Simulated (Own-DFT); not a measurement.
## Calculated data, Si3N4 (beta silicon nitride, strained, atoms displaced)

Computed with Own-DFT development build. A calculation, not a measurement: plane-wave PBE density functional theory by an unreviewed code, no spin, of a simulated periodic cell, stress positive in tension, free energy of the whole cell less one offset for each atom, forces on such cells passed a denser k mesh, this cell's mesh not checked; offsets are fitted by least squares, one for each functional and potential file, so energies compare only between cells with the same atoms and settings and are not formation energies; the far tail of each file's local potential was reset to the Coulomb form; each entry is a single point on an unrelaxed cell, so the pressure reflects the starting lattice, mostly measured values (interpolated for alloys), from which strain is counted, and rises with the displacements; printed positions are rounded, which can move forces by about a meV/angstrom; the program, named Own-DFT, is a retired in-house code; no spin-orbit coupling.

Settings shared by all entries: functional PBE; potential files PseudoDojo norm-conserving, scalar-relativistic, standard set; wave cutoff 42 hartree; occupations Fermi-Dirac; smearing width 0.1 eV; k mesh 3 x 3 x 3 centred on Gamma.

```json
{"entry": 1, "formula": "Si3N4", "kind": "beta silicon nitride, strained, atoms displaced", "structure": {"cell_angstrom": [[7.6837, -0.0108, 0.0413], [-3.8512, 6.598, -0.1249], [0.0474, -0.1382, 8.8713]], "atoms_fractional": [["Si", 0.17323, 0.76703, 0.07899], ["Si", 0.22188, 0.39732, 0.07338], ["Si", 0.59802, 0.83547, 0.08953], ["Si", 0.83642, 0.23493, 0.25284], ["Si", 0.77659, 0.59541, 0.24105], ["Si", 0.39362, 0.15637, 0.24713], ["N", 0.32624, 0.02276, 0.09074], ["N", 0.9705, 0.3016, 0.0779], ["N", 0.70006, 0.65985, 0.08689], ["N", 0.67063, 0.97026, 0.24846], ["N", 0.01562, 0.69104, 0.25909], ["N", 0.30149, 0.32773, 0.2483], ["N", 0.34293, 0.67464, 0.07999], ["N", 0.67436, 0.34456, 0.25281], ["Si", 0.18146, 0.77021, 0.41315], ["Si", 0.22626, 0.40167, 0.42248], ["Si", 0.59775, 0.82116, 0.41625], ["Si", 0.8294, 0.22549, 0.58139], ["Si", 0.77126, 0.60061, 0.58918], ["Si", 0.40905, 0.18806, 0.5818], ["N", 0.33451, 0.04185, 0.41831], ["N", 0.97096, 0.30043, 0.42216], ["N", 0.69111, 0.66091, 0.42644], ["N", 0.67346, 0.96926, 0.58313], ["N", 0.03881, 0.70255, 0.57957], ["N", 0.30227, 0.32181, 0.58432], ["N", 0.328, 0.6625, 0.41942], ["N", 0.66143, 0.32788, 0.57323], ["Si", 0.17203, 0.78094, 0.75603], ["Si", 0.24184, 0.39994, 0.74818], ["Si", 0.59393, 0.82336, 0.7474], ["Si", 0.8207, 0.23139, 0.91127], ["Si", 0.76957, 0.60069, 0.92162], ["Si", 0.39993, 0.1845, 0.92255], ["N", 0.33083, 0.03596, 0.74961], ["N", 0.97577, 0.30599, 0.74452], ["N", 0.70618, 0.67338, 0.75079], ["N", 0.6736, 0.96665, 0.91891], ["N", 0.02338, 0.68732, 0.91871], ["N", 0.30185, 0.33705, 0.91393], ["N", 0.33475, 0.65945, 0.75562], ["N", 0.67207, 0.33455, 0.91175]]}, "results": {"free_energy_of_cell_above_offsets [eV]": "-3.876", "pressure [GPa]": 0.91, "stress_xx [GPa]": -1.73, "stress_yy [GPa]": -2.97, "stress_zz [GPa]": 1.96, "stress_yz [GPa]": -6.03, "stress_xz [GPa]": 0.89, "stress_xy [GPa]": -0.07, "force_element": ["Si", "Si", "Si", "Si", "Si", "Si", "N", "N", "N", "N", "N", "N", "N", "N", "Si", "Si", "Si", "Si", "Si", "Si", "N", "N", "N", "N", "N", "N", "N", "N", "Si", "Si", "Si", "Si", "Si", "Si", "N", "N", "N", "N", "N", "N", "N", "N"], "force_x [eV/angstrom]": [0.5, 0.874, 0.945, -2.272, -3.493, 0.982, -0.45, -0.734, -2.343, 0.488, 5.226, -1.378, -1.566, 0.492, -1.505, 1.766, -0.795, -2.18, 1.978, 3.294, -0.003, 0.382, 0.511, -0.127, -1.022, -3.603, 1.484, 2.005, 1.781, -3.146, -0.469, 1.482, 0.127, 3.281, -0.339, 0.173, -0.248, 0.022, 0.776, 0.695, -0.86, -2.729], "force_y [eV/angstrom]": [-1.916, 2.485, -2.148, 0.829, -1.545, 5.113, 0.354, -0.596, 2.235, 1.04, 2.946, -0.059, -1.724, -4.055, 0.526, 0.291, -0.388, 1.317, -1.531, -3.242, -2.718, -0.453, 0.568, -0.951, 0.069, 2.405, 0.639, 1.6, -2.347, 1.432, 0.055, -0.192, -1.456, -1.584, 0.992, -0.768, 0.156, 0.521, 1.547, -0.891, 1.298, 0.147], "force_z [eV/angstrom]": [1.688, 3.624, -2.798, -0.68, 3.41, 3.254, -4.041, 0.608, -0.617, 2.597, -1.935, -0.545, 0.334, -0.698, 1.292, -1.497, 0.182, 0.997, -2.427, 0.383, -1.01, -1.055, -1.844, 0.335, 1.346, -0.593, -0.389, 1.151, -1.966, -0.378, 0.599, -0.239, -1.648, -0.8, 0.963, 1.111, 1.719, -0.103, -0.367, 0.079, -0.458, 0.415]}}
{"entry": 2, "formula": "Si3N4", "kind": "beta silicon nitride, strained, atoms displaced", "structure": {"cell_angstrom": [[7.6516, 0.0157, -0.0379], [-3.8122, 6.5274, -0.1094], [-0.0435, -0.1701, 8.7876]], "atoms_fractional": [["Si", 0.17308, 0.77279, 0.0848], ["Si", 0.24137, 0.41153, 0.08811], ["Si", 0.59978, 0.82568, 0.08037], ["Si", 0.83189, 0.23625, 0.24086], ["Si", 0.77854, 0.59895, 0.2546], ["Si", 0.39859, 0.16778, 0.24655], ["N", 0.33931, 0.03432, 0.0951], ["N", 0.96624, 0.30632, 0.08098], ["N", 0.6971, 0.66594, 0.07824], ["N", 0.67762, 0.98062, 0.24292], ["N", 0.03355, 0.68876, 0.256], ["N", 0.30499, 0.33282, 0.24909], ["N", 0.33355, 0.67969, 0.07841], ["N", 0.66612, 0.33616, 0.24974], ["Si", 0.16755, 0.76769, 0.4152], ["Si", 0.23174, 0.3973, 0.41558], ["Si", 0.59821, 0.8301, 0.41453], ["Si", 0.82616, 0.21226, 0.58025], ["Si", 0.76408, 0.58893, 0.58233], ["Si", 0.39901, 0.16263, 0.59438], ["N", 0.33667, 0.0271, 0.42798], ["N", 0.9709, 0.304, 0.42662], ["N", 0.70702, 0.66252, 0.41566], ["N", 0.67445, 0.97922, 0.58424], ["N", 0.03732, 0.70052, 0.58574], ["N", 0.31198, 0.34175, 0.57323], ["N", 0.34127, 0.67388, 0.41574], ["N", 0.67597, 0.32145, 0.58562], ["Si", 0.18821, 0.76916, 0.74751], ["Si", 0.22509, 0.40723, 0.75732], ["Si", 0.607, 0.8335, 0.75961], ["Si", 0.82588, 0.21133, 0.91784], ["Si", 0.7688, 0.59987, 0.91822], ["Si", 0.40542, 0.17005, 0.91108], ["N", 0.34012, 0.03432, 0.75208], ["N", 0.98706, 0.31546, 0.75098], ["N", 0.68244, 0.66041, 0.75946], ["N", 0.66762, 0.96942, 0.91641], ["N", 0.03557, 0.708, 0.91853], ["N", 0.29828, 0.32931, 0.91325], ["N", 0.33046, 0.65165, 0.75297], ["N", 0.66846, 0.32715, 0.91749]]}, "results": {"free_energy_of_cell_above_offsets [eV]": "-1.798", "pressure [GPa]": 7.62, "stress_xx [GPa]": -1.84, "stress_yy [GPa]": -13.48, "stress_zz [GPa]": -7.55, "stress_yz [GPa]": -8.43, "stress_xz [GPa]": -1.96, "stress_xy [GPa]": 0.11, "force_element": ["Si", "Si", "Si", "Si", "Si", "Si", "N", "N", "N", "N", "N", "N", "N", "N", "Si", "Si", "Si", "Si", "Si", "Si", "N", "N", "N", "N", "N", "N", "N", "N", "Si", "Si", "Si", "Si", "Si", "Si", "N", "N", "N", "N", "N", "N", "N", "N"], "force_x [eV/angstrom]": [0.189, -1.529, -1.612, -1.582, -0.515, 2.097, -0.737, 2.921, 0.037, 0.512, -1.204, -0.547, 2.266, 0.4, 3.129, -1.498, 0.037, 0.176, 1.654, 1.179, -0.896, 1.151, -2.521, 0.092, -1.602, 1.133, -0.499, -2.633, -1.357, 4.423, -2.408, -1.141, 2.47, 0.532, -0.25, -4.914, 2.26, 0.061, -0.731, 0.82, 0.509, 0.127], "force_y [eV/angstrom]": [-0.255, 0.454, -0.357, 1.424, -1.855, 3.334, -2.62, 0.542, 0.705, -2.248, 0.431, -0.295, -1.688, -0.538, 0.243, 2.202, -0.59, 7.831, -1.663, 4.415, -0.011, -0.218, 2.481, -7.515, -0.051, -1.785, -1.321, 1.169, -1.581, -1.479, -3.037, 6.572, -2.484, 2.77, -3.177, -4.287, -0.011, -1.574, 0.236, -0.891, 6.384, 0.335], "force_z [eV/angstrom]": [0.481, -1.707, 0.798, 2.987, -2.087, 5.896, -5.878, 0.337, 2.581, 1.374, -3.199, -0.175, 0.404, -0.119, 2.924, 0.337, -0.634, 1.398, 1.62, -3.018, -3.077, -3.271, 0.821, 1.502, -0.377, 3.807, -0.243, 0.324, 1.056, -2.372, -4.665, -1.745, -1.053, 4.13, -0.258, 0.59, -2.212, 2.233, -1.173, 1.877, -0.067, -0.146]}}
```
